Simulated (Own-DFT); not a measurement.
Simulation results for Si3N4 (beta silicon nitride, strained, atoms displaced)

All values are calculated (Own-DFT development build). A calculation, not a measurement: plane-wave PBE density functional theory by an unreviewed code, no spin, of a simulated periodic cell, stress positive in tension, free energy of the whole cell less one offset for each atom, forces on such cells moved up to 12 meV/angstrom on a denser k mesh; offsets are fitted by least squares, one for each functional and potential file, so energies compare only between cells with the same atoms and settings and are not formation energies; the far tail of each file's local potential was reset to the Coulomb form; each entry is a single point on an unrelaxed cell, so the pressure reflects the starting lattice, mostly measured values (interpolated for alloys), from which strain is counted, and rises with the displacements; printed positions are rounded, which can move forces by about a meV/angstrom; the program, named Own-DFT, is a retired in-house code; no spin-orbit coupling; before rounding, a Quantum ESPRESSO 7.3.1 run of the same cell and cutoff gave forces within 1 meV/angstrom rms on each cell, which checks the program and not the settings.

Settings shared by all entries: functional PBE; potential files PseudoDojo norm-conserving, scalar-relativistic, standard set; wave cutoff 42 hartree; occupations Fermi-Dirac; smearing width 0.1 eV; k mesh 2 x 2 x 4 centred on Gamma.

(1) Si3N4 (beta silicon nitride, strained, atoms displaced)

```xyz
112
Lattice="15.0632 -0.1311 -0.2374 -7.6451 13.3476 -0.0095 -0.0908 -0.0566 5.7302" Properties=species:S:1:pos:R:3 Si3N4
Si    -1.6607     5.0472     0.6735
Si     0.2405     2.6543     0.6538
Si     1.3722     5.4552     0.6705
Si     5.2843     1.5102     1.9777
Si     3.5536     3.9633     2.1197
Si     2.2799     1.1462     2.0727
N      2.3739     0.1920     0.6728
N      6.0712     1.9038     0.5504
N      2.6092     4.4874     0.6564
N      1.2847     6.4200     1.9796
N     -2.4510     4.5990     2.1054
N      0.9141     2.2271     2.0782
N     -0.0274     4.3706     0.6556
N      3.6710     2.1194     2.0939
Si    -1.6594     5.0650     3.5818
Si     0.0668     2.6571     3.5396
Si     1.2144     5.4093     3.5869
Si     5.2623     1.4436     4.9176
Si     3.3361     3.9311     4.9629
Si     2.2938     1.1078     4.8965
N      2.2498     0.1129     3.5377
N      6.1428     1.8856     3.4643
N      2.6566     4.3151     3.4430
N      1.2834     6.4117     5.0275
N     -2.4839     4.6137     4.9668
N      0.8332     2.0976     4.9289
N     -0.1150     4.4971     3.5141
N      3.6992     2.1095     4.9442
Si    -5.4455    11.8649     0.7143
Si    -3.7128     9.3532     0.6626
Si    -2.5405    12.1645     0.6558
Si     1.4037     8.1703     1.9951
Si    -0.3098    10.5372     2.0519
Si    -1.5131     7.8533     2.1804
N     -1.3764     6.8559     0.6512
N      2.2302     8.5496     0.5733
N     -1.2168    11.1649     0.6337
N     -2.5269    13.1467     2.0580
N     -6.2996    11.1949     2.1525
N     -2.8090     8.9057     2.2091
N     -3.8738    11.0548     0.5767
N     -0.1090     8.9371     2.0595
Si    -5.4122    11.8490     3.5801
Si    -3.6676     9.4011     3.5519
Si    -2.6346    12.0932     3.4994
Si     1.4130     8.0895     4.8903
Si    -0.4115    10.6189     4.8841
Si    -1.5345     7.6846     4.9074
N     -1.5604     6.8626     3.6101
N      2.2344     8.5910     3.4908
N     -1.1372    11.0525     3.4304
N     -2.5816    13.0142     4.9769
N     -6.3655    11.2398     5.0178
N     -2.9141     8.8003     4.9726
N     -3.9445    11.0834     3.5504
N     -0.2390     8.9094     4.9243
Si     5.8835     5.0772     0.5993
Si     7.6586     2.6338     0.5438
Si     8.9081     5.4172     0.5302
Si    12.8183     1.3974     1.9121
Si    10.9251     3.8686     1.8761
Si     9.8494     1.0154     2.0265
N      9.8893     0.0769     0.5364
N     13.6590     1.8215     0.4373
N     10.2779     4.3602     0.5480
N      8.8605     6.3518     1.9308
N      5.0272     4.5797     2.0382
N      8.5985     2.0299     1.9816
N      7.5227     4.3495     0.5389
N     11.2301     2.1009     1.8858
Si     5.7112     5.0626     3.4833
Si     7.6973     2.6413     3.4235
Si     8.7807     5.4045     3.3677
Si    12.8839     1.3465     4.7746
Si    10.9771     3.7511     4.7986
Si     9.8764     0.9961     4.8954
N      9.8684     0.0360     3.5232
N     13.5459     1.8252     3.2850
N     10.2681     4.2955     3.4071
N      8.7910     6.3478     4.8097
N      4.9900     4.5504     4.9835
N      8.3708     2.1375     4.9245
N      7.5417     4.3077     3.3925
N     11.1290     2.1866     4.8838
Si     2.0688    11.7674     0.5942
Si     3.8724     9.1811     0.5234
Si     4.9830    12.0651     0.5255
Si     8.9937     8.0847     1.9862
Si     7.1761    10.4667     1.8900
Si     6.1009     7.6506     1.9693
N      5.9820     6.8230     0.5109
N      9.8009     8.5532     0.4840
N      6.4687    11.0221     0.4742
N      4.9419    13.0667     1.9248
N      1.2695    11.2894     2.0426
N      4.7712     8.7444     1.9504
N      3.5644    11.0214     0.5976
N      7.4433     8.6912     1.9239
Si     2.1057    11.7346     3.4874
Si     3.7620     9.2508     3.4331
Si     4.9488    12.0424     3.4686
Si     9.0135     8.0487     4.8451
Si     7.1876    10.5246     4.8315
Si     6.0217     7.7371     4.7709
N      5.9697     6.7472     3.3604
N      9.7895     8.5533     3.3926
N      6.4323    10.9323     3.3876
N      4.8923    12.9820     4.7787
N      1.1280    11.2939     4.8717
N      4.6733     8.7834     4.8126
N      3.6956    10.9506     3.3711
N      7.3419     8.7463     4.8346
```

```
free energy of cell above offsets : -6.405 eV
pressure                          : 13.22 GPa
stress xx                         : -12.29 GPa
stress yy                         : -8.26 GPa
stress zz                         : -19.1 GPa
stress yz                         : -4.31 GPa
stress xz                         : -5.29 GPa
stress xy                         : -3.03 GPa
```

Force:
| element | x (eV/Å) | y (eV/Å) | z (eV/Å) |
| --- | --- | --- | --- |
| Si | 2.585 | 2.068 | 1.29 |
| Si | -3.484 | 2.264 | -0.668 |
| Si | -5.658 | 1.592 | -0.709 |
| Si | -0.699 | -1.153 | 2.471 |
| Si | -3.691 | -4.281 | -2.935 |
| Si | 0.804 | -0.201 | 0.913 |
| N | -0.746 | 1.019 | -0.982 |
| N | 3.068 | 2.185 | 3.228 |
| N | 5.698 | -4.006 | 0.151 |
| N | 0.116 | 1.042 | 4.943 |
| N | -0.711 | 0.049 | 0.806 |
| N | 1.534 | -1.661 | 2.548 |
| N | 0.122 | 0.191 | -0.244 |
| N | 0.318 | 2.89 | -0.24 |
| Si | -2.133 | 1.798 | -1.717 |
| Si | -0.417 | 1.871 | -1.368 |
| Si | 2.733 | 3.116 | -2.305 |
| Si | -1.132 | -2.265 | -3.989 |
| Si | 2.043 | -2.609 | 0.101 |
| Si | 0.644 | 0.067 | 1.974 |
| N | -0.024 | 3.464 | -1.403 |
| N | -0.878 | 0.411 | -0.58 |
| N | -2.353 | 2.067 | 2.727 |
| N | 0.027 | -1.783 | -2.794 |
| N | -1.569 | -1.003 | -0.019 |
| N | 2.093 | -0.817 | -0.093 |
| N | 0.103 | -4.584 | 0.326 |
| N | -2.422 | 2.06 | -0.128 |
| Si | -0.783 | -3.838 | 0.096 |
| Si | 2.588 | 0.247 | 0.514 |
| Si | -0.381 | -0.708 | 0.341 |
| Si | 0.104 | -0.866 | 0.897 |
| Si | -0.887 | 4.077 | -1.417 |
| Si | 1.777 | -1.141 | -2.368 |
| N | -1.139 | -0.875 | 1.739 |
| N | 3.117 | 1.543 | 1.296 |
| N | 3.421 | -1.91 | -0.217 |
| N | -0.675 | -1.109 | 0.948 |
| N | 2.495 | 2.466 | -0.319 |
| N | -1.875 | 0.351 | -2.729 |
| N | -1.039 | 1.624 | 1.14 |
| N | -0.421 | -4.208 | 0.155 |
| Si | -4.641 | -5.271 | -0.044 |
| Si | -0.925 | -1.137 | 1.61 |
| Si | 3.939 | 1.352 | -0.506 |
| Si | -3.354 | 1.795 | -0.683 |
| Si | -1.142 | -0.877 | 1.519 |
| Si | 0.231 | 6.025 | 6.9 |
| N | 0.293 | -4.7 | -6.221 |
| N | -0.561 | -0.689 | -1.239 |
| N | -2.812 | 1.81 | 0.348 |
| N | -0.225 | 2.099 | -2.18 |
| N | 4.093 | 2.753 | -0.448 |
| N | -0.483 | -0.123 | 0.88 |
| N | 0.561 | -0.4 | -0.448 |
| N | 1.58 | -2.755 | -0.275 |
| Si | 2.925 | 1.054 | 1.059 |
| Si | 0.853 | -0.111 | 2.153 |
| Si | -0.803 | -0.512 | -1.421 |
| Si | -3.103 | 0.109 | -3.279 |
| Si | 4.21 | -3.546 | 5.272 |
| Si | 3.496 | -1.145 | -0.412 |
| N | 0.121 | 1.292 | 1.57 |
| N | 2.705 | 1.016 | 2.454 |
| N | -2.668 | 2.421 | -5.037 |
| N | 0.132 | 0.432 | 0.89 |
| N | 2.258 | 0.935 | -0.944 |
| N | -5.085 | 3.116 | 0.45 |
| N | -1.658 | 0.875 | 0.552 |
| N | -0.204 | -0.057 | 0.669 |
| Si | 4.081 | -0.742 | 1.305 |
| Si | 0.777 | -1.586 | -0.01 |
| Si | 2.419 | -0.569 | 0.523 |
| Si | -4.717 | -0.027 | -1.278 |
| Si | 0.288 | 3.54 | 0.501 |
| Si | -1.422 | 2.781 | 0.664 |
| N | 0.34 | 2.166 | -2.061 |
| N | 3.21 | 1.416 | 2.845 |
| N | -2.901 | 2.295 | -1.943 |
| N | 0.199 | -0.876 | 0.358 |
| N | -1.989 | -0.541 | -3.07 |
| N | 3.045 | -2.275 | -2.152 |
| N | -4.11 | 1.208 | -0.035 |
| N | 2.534 | -6.583 | -0.552 |
| Si | -1.5 | -1.586 | -0.149 |
| Si | 0.078 | 2.068 | 1.142 |
| Si | -0.08 | -1.124 | 0.285 |
| Si | 0.514 | 0.155 | -1.16 |
| Si | 0.368 | -1.493 | 2.11 |
| Si | -0.357 | 2.463 | -1.25 |
| N | 0.198 | -2.286 | -0.755 |
| N | 1.606 | 0.244 | 3.694 |
| N | -3.2 | 2.006 | 0.924 |
| N | 0.586 | -1.983 | 1.193 |
| N | -0.51 | -0.153 | -0.214 |
| N | -2.755 | 0.833 | 0.96 |
| N | 3.143 | -1.71 | -0.839 |
| N | -1.039 | 1.338 | 0.228 |
| Si | -1.234 | -2.828 | -0.261 |
| Si | 3.368 | 0.07 | -1.673 |
| Si | 2.664 | -1.929 | -4.82 |
| Si | -3.466 | 0.289 | -3.104 |
| Si | -0.945 | -3.102 | -1.76 |
| Si | -0.001 | -0.168 | 1.517 |
| N | -0.162 | -1.512 | 1.685 |
| N | 1.06 | 0.127 | 0.067 |
| N | -2.546 | 2.156 | -1.233 |
| N | 0.611 | 1.777 | 2.685 |
| N | 1.797 | 0.269 | 0.128 |
| N | -1.622 | -0.189 | 0.415 |
| N | -2.398 | 0.554 | 0.731 |
| N | 2.066 | 0.297 | -0.211 |

(2) Si3N4 (beta silicon nitride, strained, atoms displaced)

```xyz
112
Lattice="15.3144 0.2490 -0.2866 -7.4416 13.1266 -0.1059 -0.1096 -0.1101 5.9231" Properties=species:S:1:pos:R:3 Si3N4
Si    -1.5996     5.1357     0.6907
Si     0.2797     2.6056     0.6308
Si     1.5090     5.4474     0.5349
Si     5.5113     1.6417     2.1161
Si     3.6765     3.9472     2.0836
Si     2.3764     1.1693     2.1473
N      2.3922     0.2295     0.7143
N      6.2210     2.0923     0.6652
N      2.8449     4.4287     0.6848
N      1.4111     6.3521     2.1717
N     -2.4264     4.5416     2.0874
N      1.0669     2.1255     2.1383
N      0.0558     4.4020     0.6879
N      3.8453     2.2212     2.0802
Si    -1.6125     5.0548     3.6790
Si     0.1933     2.5429     3.6869
Si     1.3888     5.4299     3.5156
Si     5.3636     1.4535     5.0118
Si     3.5687     3.8780     5.0784
Si     2.3495     1.0833     5.0453
N      2.2933     0.1907     3.6431
N      6.2041     1.9871     3.6652
N      2.7384     4.4154     3.5292
N      1.4781     6.3611     5.0532
N     -2.5251     4.5310     5.0950
N      0.9491     2.0432     5.1565
N     -0.0938     4.3431     3.5900
N      3.7108     2.1682     5.1115
Si    -5.2705    11.6499     0.6685
Si    -3.3660     9.2072     0.5978
Si    -2.2217    12.0980     0.5829
Si     1.6683     8.1465     1.9398
Si    -0.1120    10.5529     2.0126
Si    -1.3579     7.6917     2.1977
N     -1.3638     6.8308     0.6414
N      2.6214     8.6009     0.5219
N     -0.8433    11.1271     0.4551
N     -2.2611    12.8868     1.9715
N     -6.1197    11.1748     2.1600
N     -2.6942     8.7553     2.0021
N     -3.7190    10.9766     0.6012
N      0.0976     8.7529     2.0540
Si    -5.2551    11.5682     3.6160
Si    -3.5932     9.1374     3.5682
Si    -2.3467    11.9751     3.5307
Si     1.6448     8.1112     4.9600
Si    -0.2103    10.5036     5.0468
Si    -1.3557     7.6399     5.0794
N     -1.3687     6.7767     3.5604
N      2.4953     8.5530     3.5690
N     -0.9101    10.9791     3.5526
N     -2.3305    12.8696     4.9624
N     -6.1622    11.0672     5.1073
N     -2.6664     8.6244     5.0479
N     -3.5911    10.9127     3.6259
N     -0.0462     8.8171     4.9409
Si     6.1503     5.1498     0.5422
Si     7.8906     2.7577     0.5102
Si     9.1596     5.5739     0.4573
Si    13.0083     1.7746     1.9166
Si    11.2233     4.1057     1.9285
Si    10.1278     1.1671     2.0417
N     10.1305     0.3956     0.6603
N     13.9416     2.2262     0.4326
N     10.5230     4.5052     0.4671
N      9.1165     6.5807     1.8907
N      5.3139     4.6138     2.0643
N      8.6881     2.2945     1.9847
N      7.7842     4.5263     0.4754
N     11.4090     2.3218     2.0253
Si     6.0959     5.0821     3.5418
Si     7.7409     2.6301     3.4501
Si     9.1665     5.6093     3.4577
Si    13.0022     1.5605     4.9716
Si    11.2819     4.0297     4.8736
Si    10.0381     1.1414     4.9744
N     10.0816     0.2931     3.4692
N     13.9184     2.1393     3.4285
N     10.4182     4.5061     3.3810
N      9.0760     6.4310     4.9009
N      5.1095     4.5569     4.9650
N      8.7603     2.2359     5.0237
N      7.6158     4.4955     3.4847
N     11.4606     2.2388     4.8843
Si     2.3225    11.7521     0.4532
Si     4.1558     9.3468     0.5272
Si     5.4116    12.1582     0.4713
Si     9.4354     8.2824     1.9012
Si     7.5713    10.6698     1.8652
Si     6.3256     7.8897     2.0443
N      6.2527     6.9426     0.4666
N     10.1768     8.7570     0.3016
N      6.6515    11.1412     0.4167
N      5.3642    13.1410     1.8848
N      1.5880    11.3101     1.9310
N      5.0606     8.8739     1.9334
N      3.9593    11.0886     0.3473
N      7.7599     8.9693     1.9393
Si     2.3252    11.7014     3.4416
Si     4.0323     9.3969     3.4549
Si     5.3003    12.0688     3.4344
Si     9.3514     8.2459     4.8279
Si     7.5460    10.5653     4.8696
Si     6.3407     7.8271     4.8994
N      6.3361     6.9417     3.4002
N     10.2322     8.6863     3.3523
N      6.7242    11.0575     3.3252
N      5.3830    13.0062     4.8195
N      1.4867    11.1755     4.9824
N      4.9277     8.8261     4.9045
N      3.9068    10.9769     3.4637
N      7.6780     8.9268     4.8215
```

```
free energy of cell above offsets : -7.805 eV
pressure                          : 0.5 GPa
stress xx                         : -2.09 GPa
stress yy                         : -1.57 GPa
stress zz                         : 2.17 GPa
stress yz                         : -5.49 GPa
stress xz                         : -4.66 GPa
stress xy                         : 6.11 GPa
```

Force:
| element | x (eV/Å) | y (eV/Å) | z (eV/Å) |
| --- | --- | --- | --- |
| Si | 1.512 | -2.283 | -0.488 |
| Si | -2.012 | 2.314 | 2.77 |
| Si | -2.514 | 0.354 | 2.37 |
| Si | -3.872 | -2.231 | -0.202 |
| Si | -0.18 | -0.12 | 1.357 |
| Si | 3.345 | -1.007 | 0.042 |
| N | 0.08 | 0.363 | -1.548 |
| N | 2.246 | 0.072 | -2.654 |
| N | 0.966 | -0.025 | -2.376 |
| N | 0.629 | 2.923 | -4.654 |
| N | -1.037 | 0.637 | 2.085 |
| N | -3.021 | 1.852 | 0.996 |
| N | 0.005 | -0.03 | -0.91 |
| N | 0.233 | -0.702 | 0.75 |
| Si | -0.971 | -1.843 | -1.931 |
| Si | -1.229 | 1.898 | -1.759 |
| Si | -1.61 | -1.548 | 2.277 |
| Si | -2.55 | 0.745 | 3.278 |
| Si | -1.589 | 0.325 | -1.007 |
| Si | 0.993 | 0.04 | 3.446 |
| N | 0.667 | -0.994 | -1.171 |
| N | 0.538 | -0.44 | -1.668 |
| N | 2.013 | -1.391 | 0.97 |
| N | -0.627 | -0.126 | -0.472 |
| N | 1.169 | 1.469 | 0.296 |
| N | 0.444 | 0.095 | -1.432 |
| N | 2.818 | -0.429 | 0.654 |
| N | 1.192 | -1.182 | -0.735 |
| Si | -0.297 | -0.134 | 0.004 |
| Si | -3.908 | 2.2 | -2.6 |
| Si | -3.112 | -2.333 | -3.357 |
| Si | 1.237 | -1.797 | 2.448 |
| Si | 1.159 | -0.636 | 0.541 |
| Si | 2.105 | 1.591 | -3.529 |
| N | 0.173 | 0.071 | 0.149 |
| N | -1.826 | -0.489 | 0.858 |
| N | -0.459 | -0.155 | 4.273 |
| N | 0.73 | 3.762 | 4.486 |
| N | -0.403 | -0.535 | -0.753 |
| N | 0.172 | -0.822 | 4.574 |
| N | 3.131 | -0.976 | 0.03 |
| N | -1.636 | 1.841 | -0.468 |
| Si | -0.785 | -0.054 | 0.463 |
| Si | 4.024 | 1.906 | 0.302 |
| Si | 2.069 | 0.356 | -1.874 |
| Si | -1.137 | -0.259 | 0.682 |
| Si | 2.967 | -0.931 | -3.762 |
| Si | 2.427 | 0.13 | 0.328 |
| N | -0.517 | -1.482 | 2.292 |
| N | 0.424 | 0.763 | -2.963 |
| N | 0.092 | 0.707 | -2.035 |
| N | 0.346 | 1.483 | 1.03 |
| N | -0.449 | -0.003 | -0.72 |
| N | -3.683 | 1.916 | -0.595 |
| N | -4.015 | -2.069 | -0.28 |
| N | 2.058 | -2.413 | 0.942 |
| Si | -0.61 | 1.26 | -0.098 |
| Si | 0.892 | 0.72 | 0.428 |
| Si | -0.677 | 0.327 | -0.141 |
| Si | 1.885 | -0.755 | 1.26 |
| Si | 2.339 | -1.961 | 0.218 |
| Si | -0.51 | 4.794 | 1.782 |
| N | -0.839 | -3.685 | -5.924 |
| N | 0.098 | -0.551 | 1.178 |
| N | -0.634 | 1.186 | -2.084 |
| N | 0.955 | -1.213 | 1.296 |
| N | -0.734 | 0.172 | -1.041 |
| N | -0.804 | -1.108 | 1.525 |
| N | -1.307 | -0.792 | 0.152 |
| N | 0.352 | 1.888 | -0.408 |
| Si | -2.062 | 2.404 | -0.31 |
| Si | 4.497 | 3.35 | 1.293 |
| Si | -3.688 | -1.237 | -2.404 |
| Si | 1.505 | 1.479 | -2.482 |
| Si | -1.4 | -2.145 | 0.132 |
| Si | 2.103 | 1.488 | 1.516 |
| N | -0.896 | -1.861 | 2.072 |
| N | -1.088 | -0.858 | 0.13 |
| N | 1.307 | -0.076 | 0.967 |
| N | 0.695 | 2.273 | 0.747 |
| N | 2.596 | 1.291 | 0.613 |
| N | -3.721 | 0.341 | -1.426 |
| N | 3.353 | -1.999 | 0.077 |
| N | -1.394 | 0.899 | 0.406 |
| Si | 3.75 | 1.179 | 1.53 |
| Si | 2.488 | 0.817 | -1.904 |
| Si | -3.943 | 1.655 | -1.183 |
| Si | -3.1 | 0.268 | -2.752 |
| Si | -0.323 | 0.06 | 0.342 |
| Si | 3.34 | -1.236 | -3.141 |
| N | 0.832 | -0.615 | 0.361 |
| N | 3.465 | 1.027 | 3.823 |
| N | 5.468 | -2.426 | -0.535 |
| N | -0.016 | -1.063 | 0.893 |
| N | -3.157 | -1.364 | 0.926 |
| N | -5.37 | 2.955 | 1.361 |
| N | -0.043 | 0.451 | 1.353 |
| N | 1.578 | -1.235 | -0.341 |
| Si | 0.207 | -0.508 | 0.636 |
| Si | 2.755 | -5.982 | 0.725 |
| Si | 0.887 | 0.057 | -2.623 |
| Si | -3.088 | -1.472 | -1.033 |
| Si | -1.586 | 2.72 | -0.994 |
| Si | -1.37 | -0.397 | 0.865 |
| N | -0.269 | -3.036 | 2.34 |
| N | -1.013 | -0.637 | 0.582 |
| N | -0.108 | 0.838 | 1.258 |
| N | -0.418 | -0.737 | 2.205 |
| N | -2.227 | 0.05 | -3.072 |
| N | -1.267 | 0.387 | 0.403 |
| N | -0.491 | 5.039 | -0.628 |
| N | 2.28 | -2.8 | 0.38 |
